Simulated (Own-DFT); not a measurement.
## Calculated data, SiC (2H silicon carbide, atoms displaced)

Computed with Own-DFT development build. A calculation, not a measurement: plane-wave PBE density functional theory by an unreviewed code, no spin, of a simulated periodic cell, stress positive in tension, free energy of the whole cell less one offset for each atom, forces on such cells passed a denser k mesh, this cell's mesh not checked; offsets are fitted by least squares, one for each functional and potential file, so energies compare only between cells with the same atoms and settings and are not formation energies; the far tail of each file's local potential was reset to the Coulomb form; each entry is a single point on an unrelaxed cell, so the pressure reflects the starting lattice, mostly measured values (interpolated for alloys), from which strain is counted, and rises with the displacements; printed positions are rounded, which can move forces by about a meV/angstrom; the program, named Own-DFT, is a retired in-house code; no spin-orbit coupling; before rounding, a Quantum ESPRESSO 7.3.1 run of the same cell and cutoff gave forces within 1 meV/angstrom rms on each cell, which checks the program and not the settings.

Settings shared by all entries: functional PBE; potential files PseudoDojo norm-conserving, scalar-relativistic, standard set; wave cutoff 42 hartree; occupations Fermi-Dirac; smearing width 0.1 eV; k mesh 5 x 5 x 3 centred on Gamma.

(1) SiC (2H silicon carbide, atoms displaced)

```cif
# cell vector a (Å): 6.1654 0.0000 0.0000
# cell vector b (Å): -3.0827 5.3394 0.0000
# cell vector c (Å): 0.0000 0.0000 10.0681
data_SiC
_symmetry_space_group_name_H-M 'P 1'
_symmetry_Int_Tables_number 1
_cell_length_a 6.1654
_cell_length_b 6.1654
_cell_length_c 10.0681
_cell_angle_alpha 90.000
_cell_angle_beta 90.000
_cell_angle_gamma 120.000
_cell_volume 331.44
loop_
_atom_site_label
_atom_site_type_symbol
_atom_site_fract_x
_atom_site_fract_y
_atom_site_fract_z
_atom_site_occupancy
Si1 Si 0.99132 0.99322 0.00575 1
Si2 Si 0.19089 0.35832 0.25142 1
C1 C 0.00594 0.00154 0.18610 1
C2 C 0.17125 0.33406 0.43525 1
Si3 Si 0.99780 0.98936 0.49671 1
Si4 Si 0.16004 0.31710 0.73786 1
C3 C 0.01932 0.01399 0.67755 1
C4 C 0.16540 0.34787 0.93491 1
Si5 Si 0.00116 0.51910 0.99484 1
Si6 Si 0.15968 0.83547 0.25016 1
C5 C 0.99779 0.49577 0.18220 1
C6 C 0.17314 0.82515 0.43920 1
Si7 Si 0.00029 0.51665 0.50375 1
Si8 Si 0.15008 0.81545 0.75100 1
C7 C 0.98952 0.48550 0.68974 1
C8 C 0.15833 0.81005 0.94485 1
Si9 Si 0.50410 0.99979 0.00111 1
Si10 Si 0.67254 0.34667 0.24156 1
C9 C 0.46847 0.98382 0.18617 1
C10 C 0.66268 0.32584 0.43777 1
Si11 Si 0.51376 0.00371 0.50491 1
Si12 Si 0.66048 0.32255 0.75911 1
C11 C 0.49348 0.99410 0.69544 1
C12 C 0.66057 0.33283 0.94036 1
Si13 Si 0.50338 0.48565 0.00320 1
Si14 Si 0.66085 0.83073 0.25187 1
C13 C 0.50148 0.48805 0.19278 1
C14 C 0.67291 0.83931 0.43410 1
Si15 Si 0.50595 0.51341 0.50277 1
Si16 Si 0.68704 0.84066 0.74277 1
C15 C 0.50576 0.50601 0.68389 1
C16 C 0.68427 0.85270 0.93393 1
```

The calculation gives: free energy of cell above offsets -1.706 eV; pressure 5.89 GPa; stress xx -4.18 GPa; stress yy -6.41 GPa; stress zz -7.06 GPa; stress yz 1.08 GPa; stress xz 0.31 GPa; stress xy -0.22 GPa.

Force:
```
element  x (eV/Å)  y (eV/Å)  z (eV/Å)
     Si     1.409     1.909    -1.306
     Si    -2.606    -3.036     0.004
      C    -1.746     0.605     1.574
      C    -0.519     0.544      1.16
     Si     1.072     1.902     -1.49
     Si     0.451     4.129     2.828
      C    -0.422    -3.698     0.706
      C     1.394    -1.805    -0.064
     Si     1.197    -6.348     2.189
     Si    -0.353     -1.53     0.398
      C     0.251      0.87     0.522
      C    -0.554     1.913    -0.331
     Si     0.683    -3.605    -0.839
     Si     1.393     0.766     0.632
      C    -0.301     0.445    -0.207
      C    -0.768     7.136    -3.163
     Si    -0.511    -1.039    -0.217
     Si     1.918    -3.268     2.603
      C     3.566     1.922    -0.034
      C     0.054     1.759     -0.35
     Si    -1.446     0.149    -0.305
     Si    -0.642     0.595    -2.049
      C     0.579    -0.329     -0.77
      C     1.146    -0.602     0.115
     Si    -3.222     2.268    -0.853
     Si     0.155     1.019    -1.477
      C    -0.646     2.939    -1.897
      C    -0.055     -0.48     1.095
     Si     0.441    -2.102    -1.451
     Si    -1.683    -0.406     1.408
      C     0.379    -0.358     1.322
      C    -0.616    -2.265     0.248
```

(2) SiC (2H silicon carbide, atoms displaced)

```cif
# cell vector a (Å): 6.1654 0.0000 0.0000
# cell vector b (Å): -3.0827 5.3394 0.0000
# cell vector c (Å): 0.0000 0.0000 10.0681
data_SiC
_symmetry_space_group_name_H-M 'P 1'
_symmetry_Int_Tables_number 1
_cell_length_a 6.1654
_cell_length_b 6.1654
_cell_length_c 10.0681
_cell_angle_alpha 90.000
_cell_angle_beta 90.000
_cell_angle_gamma 120.000
_cell_volume 331.44
loop_
_atom_site_label
_atom_site_type_symbol
_atom_site_fract_x
_atom_site_fract_y
_atom_site_fract_z
_atom_site_occupancy
Si1 Si 0.01705 0.99605 0.99017 1
Si2 Si 0.17447 0.33101 0.25212 1
C1 C 0.97898 0.97629 0.18513 1
C2 C 0.15553 0.33169 0.43584 1
Si3 Si 0.99965 0.00560 0.50734 1
Si4 Si 0.15937 0.33062 0.74996 1
C3 C 0.00688 0.02264 0.69314 1
C4 C 0.16731 0.33504 0.93849 1
Si5 Si 0.00303 0.50970 0.99122 1
Si6 Si 0.16219 0.82322 0.25042 1
C5 C 0.98878 0.48959 0.18981 1
C6 C 0.15641 0.83519 0.42976 1
Si7 Si 0.01159 0.52472 0.49910 1
Si8 Si 0.17265 0.84146 0.74451 1
C7 C 0.99571 0.50041 0.69150 1
C8 C 0.15879 0.83506 0.93827 1
Si9 Si 0.51931 0.01305 0.00871 1
Si10 Si 0.66596 0.34839 0.24005 1
C9 C 0.49880 0.99801 0.18979 1
C10 C 0.68128 0.34274 0.42956 1
Si11 Si 0.50447 0.00521 0.50092 1
Si12 Si 0.65509 0.33878 0.75871 1
C11 C 0.51723 0.00641 0.68365 1
C12 C 0.66524 0.32425 0.93689 1
Si13 Si 0.52022 0.49236 0.01077 1
Si14 Si 0.67273 0.83208 0.24349 1
C13 C 0.51154 0.50435 0.16720 1
C14 C 0.66192 0.84002 0.42837 1
Si15 Si 0.47157 0.49298 0.49624 1
Si16 Si 0.65866 0.83968 0.75431 1
C15 C 0.49100 0.50564 0.68567 1
C16 C 0.66314 0.82904 0.93199 1
```

Results for SiC (2H silicon carbide, atoms displaced): free energy of cell above offsets -0.777 eV; pressure 6.62 GPa; stress xx -3.26 GPa; stress yy -3.77 GPa; stress zz -12.84 GPa; stress yz 0.03 GPa; stress xz 1.06 GPa; stress xy 1.25 GPa.

Force:
```
element  x (eV/Å)  y (eV/Å)  z (eV/Å)
     Si    -4.744     1.773     2.033
     Si    -1.569     -1.03    -2.054
      C     3.374     2.823    -0.931
      C    -0.047     0.142      0.16
     Si    -0.927    -0.758    -1.754
     Si     0.292     2.903     1.337
      C     0.308    -3.667     -1.35
      C     1.001     0.071     0.057
     Si     1.297    -1.352     1.769
     Si    -0.596     0.368    -1.556
      C      2.02     0.982    -1.562
      C     1.044     1.806     2.601
     Si     -1.15    -2.567     0.248
     Si     0.022    -0.171     0.887
      C    -0.618     0.873    -0.625
      C     3.979    -0.318    -1.815
     Si    -0.619    -2.789    -1.476
     Si     1.379    -2.249     2.375
      C    -0.332     0.349    -0.024
      C     -2.28    -0.103     1.049
     Si    -0.226      0.89    -2.212
     Si     0.753     0.058    -3.116
      C    -2.628     0.696     0.802
      C     0.333     1.017     0.821
     Si    -3.044     0.989    -10.27
     Si    -2.075    -0.113     0.878
      C    -1.964      0.01     10.32
      C      0.46    -1.196     1.737
     Si     3.759     1.555     0.245
     Si     1.601    -0.981    -1.152
      C     0.424    -0.105     0.274
      C     0.775     0.094     2.302
```

(3) SiC (2H silicon carbide, atoms displaced)

```cif
# cell vector a (Å): 6.1654 0.0000 0.0000
# cell vector b (Å): -3.0827 5.3394 0.0000
# cell vector c (Å): 0.0000 0.0000 10.0681
data_SiC
_symmetry_space_group_name_H-M 'P 1'
_symmetry_Int_Tables_number 1
_cell_length_a 6.1654
_cell_length_b 6.1654
_cell_length_c 10.0681
_cell_angle_alpha 90.000
_cell_angle_beta 90.000
_cell_angle_gamma 120.000
_cell_volume 331.44
loop_
_atom_site_label
_atom_site_type_symbol
_atom_site_fract_x
_atom_site_fract_y
_atom_site_fract_z
_atom_site_occupancy
Si1 Si 0.98615 0.98015 0.99805 1
Si2 Si 0.17579 0.34438 0.25079 1
C1 C 0.99373 0.99161 0.18483 1
C2 C 0.15025 0.31290 0.43945 1
Si3 Si 0.01043 0.00847 0.49886 1
Si4 Si 0.14749 0.31341 0.74625 1
C3 C 0.00887 0.00923 0.68998 1
C4 C 0.15293 0.32408 0.92299 1
Si5 Si 0.99153 0.50534 0.00251 1
Si6 Si 0.18141 0.84292 0.25894 1
C5 C 0.01294 0.50642 0.18561 1
C6 C 0.16463 0.83687 0.43878 1
Si7 Si 0.97608 0.50090 0.49844 1
Si8 Si 0.14983 0.79769 0.75588 1
C7 C 0.99987 0.50429 0.68150 1
C8 C 0.17812 0.85817 0.93637 1
Si9 Si 0.49596 0.99650 0.00077 1
Si10 Si 0.67427 0.35622 0.25016 1
C9 C 0.52127 0.00974 0.18550 1
C10 C 0.67502 0.31741 0.42897 1
Si11 Si 0.48683 0.98586 0.50261 1
Si12 Si 0.67364 0.32873 0.74464 1
C11 C 0.48055 0.99371 0.69609 1
C12 C 0.64998 0.30664 0.94401 1
Si13 Si 0.50274 0.49940 0.01246 1
Si14 Si 0.66928 0.83981 0.24904 1
C13 C 0.51669 0.51650 0.18608 1
C14 C 0.65714 0.80709 0.42945 1
Si15 Si 0.50311 0.50234 0.49612 1
Si16 Si 0.66269 0.82627 0.75345 1
C15 C 0.51891 0.51869 0.68818 1
C16 C 0.67518 0.84408 0.93744 1
```

Results for SiC (2H silicon carbide, atoms displaced): free energy of cell above offsets -0.737 eV; pressure 6.59 GPa; stress xx -1.83 GPa; stress yy -7.73 GPa; stress zz -10.21 GPa; stress yz -0.82 GPa; stress xz -1.25 GPa; stress xy -0.38 GPa.

Force:
```
element  x (eV/Å)  y (eV/Å)  z (eV/Å)
     Si     0.318     3.476     0.385
     Si     -0.24     -1.79    -0.459
      C     1.485     1.337     0.782
      C     0.279     4.183    -0.935
     Si      -1.6    -2.853     1.329
     Si     1.854     3.679    -0.196
      C    -0.391    -3.871    -1.557
      C     0.119      1.09     4.337
     Si     1.439    -0.972      -1.4
     Si    -0.404    -0.045     -3.01
      C    -0.626      0.83     1.285
      C     0.155    -0.847     0.529
     Si     3.384     0.142     -0.24
     Si    -0.739      5.12    -0.119
      C     0.185    -2.988    -0.002
      C    -0.151    -3.846     0.297
     Si     1.051    -0.924     0.642
     Si     2.226    -2.121     -1.27
      C    -2.383     0.444     0.942
      C    -3.072      -0.1     1.599
     Si     1.666     0.151     0.196
     Si     -2.36     0.001     1.765
      C     1.802    -0.436    -1.721
      C     0.148     4.506    -1.331
     Si    -0.986     -0.73    -5.204
     Si     0.721     0.561    -0.149
      C    -1.467    -1.014     2.045
      C    -0.361     3.145     1.334
     Si    -0.155    -2.301     1.308
     Si     0.029     2.081    -0.446
      C     -0.61    -3.174     -1.08
      C    -1.315    -2.735      0.34
```

(4) SiC (2H silicon carbide, atoms displaced)

```cif
# cell vector a (Å): 6.1654 0.0000 0.0000
# cell vector b (Å): -3.0827 5.3394 0.0000
# cell vector c (Å): 0.0000 0.0000 10.0681
data_SiC
_symmetry_space_group_name_H-M 'P 1'
_symmetry_Int_Tables_number 1
_cell_length_a 6.1654
_cell_length_b 6.1654
_cell_length_c 10.0681
_cell_angle_alpha 90.000
_cell_angle_beta 90.000
_cell_angle_gamma 120.000
_cell_volume 331.44
loop_
_atom_site_label
_atom_site_type_symbol
_atom_site_fract_x
_atom_site_fract_y
_atom_site_fract_z
_atom_site_occupancy
Si1 Si 0.01294 0.01345 0.00016 1
Si2 Si 0.17456 0.33845 0.25412 1
C1 C 0.00812 0.99382 0.19810 1
C2 C 0.16151 0.31356 0.43833 1
Si3 Si 0.00691 0.00700 0.49970 1
Si4 Si 0.17341 0.32440 0.74616 1
C3 C 0.98047 0.97833 0.69349 1
C4 C 0.16024 0.34354 0.93912 1
Si5 Si 0.99877 0.49519 0.99215 1
Si6 Si 0.18383 0.84274 0.25403 1
C5 C 0.01429 0.50485 0.18414 1
C6 C 0.16682 0.82479 0.44606 1
Si7 Si 0.00927 0.50562 0.50092 1
Si8 Si 0.17123 0.83215 0.74446 1
C7 C 0.02564 0.52493 0.69588 1
C8 C 0.17343 0.85094 0.93582 1
Si9 Si 0.49706 0.00255 0.99942 1
Si10 Si 0.67884 0.32638 0.24590 1
C9 C 0.49426 0.00363 0.19547 1
C10 C 0.65721 0.32045 0.43245 1
Si11 Si 0.51367 0.01659 0.49800 1
Si12 Si 0.65669 0.32888 0.75009 1
C11 C 0.50061 0.00489 0.69155 1
C12 C 0.65779 0.31003 0.92494 1
Si13 Si 0.50051 0.51577 0.99370 1
Si14 Si 0.67449 0.84509 0.25425 1
C13 C 0.50152 0.52472 0.18774 1
C14 C 0.65754 0.83596 0.45757 1
Si15 Si 0.49768 0.49897 0.50134 1
Si16 Si 0.67816 0.84981 0.74236 1
C15 C 0.49604 0.50685 0.68690 1
C16 C 0.65993 0.82432 0.93431 1
```

It finds free energy of cell above offsets -1.500 eV; pressure 6.28 GPa; stress xx -4.8 GPa; stress yy -9.79 GPa; stress zz -4.24 GPa; stress yz 1.82 GPa; stress xz 1.46 GPa; stress xy -0.53 GPa.

Force:
```
element  x (eV/Å)  y (eV/Å)  z (eV/Å)
     Si    -1.193    -1.195     0.605
     Si      0.24    -0.425    -1.272
      C    -0.912     1.521    -1.408
      C    -0.437     3.417     0.191
     Si    -0.409    -3.211     1.348
     Si    -1.881     0.626     1.104
      C     3.803     3.634    -2.275
      C     2.593    -1.252    -1.228
     Si    -2.007     1.849     0.809
     Si    -1.931    -2.152     0.739
      C    -0.823    -0.387      0.45
      C     0.029     1.786    -1.494
     Si    -0.443    -1.669     0.938
     Si    -0.471      2.42     2.218
      C    -0.959    -5.262    -2.215
      C    -0.032    -1.736     0.019
     Si     0.683    -1.345     0.198
     Si    -1.677     2.726     0.067
      C     2.424     0.476     -2.16
      C     0.732     3.345     0.512
     Si    -1.576    -2.359     2.132
     Si     1.052     1.594     -1.68
      C     0.175     0.702    -1.847
      C    -0.566     2.969     3.576
     Si     0.682    -2.472     1.367
     Si     0.046    -0.502     0.737
      C     1.784    -1.948    -0.131
      C     2.068    -0.304    -3.281
     Si     0.297     -0.42    -0.242
     Si    -3.213    -2.769     2.339
      C     1.399     -0.72     0.075
      C     0.523     3.063    -0.192
```
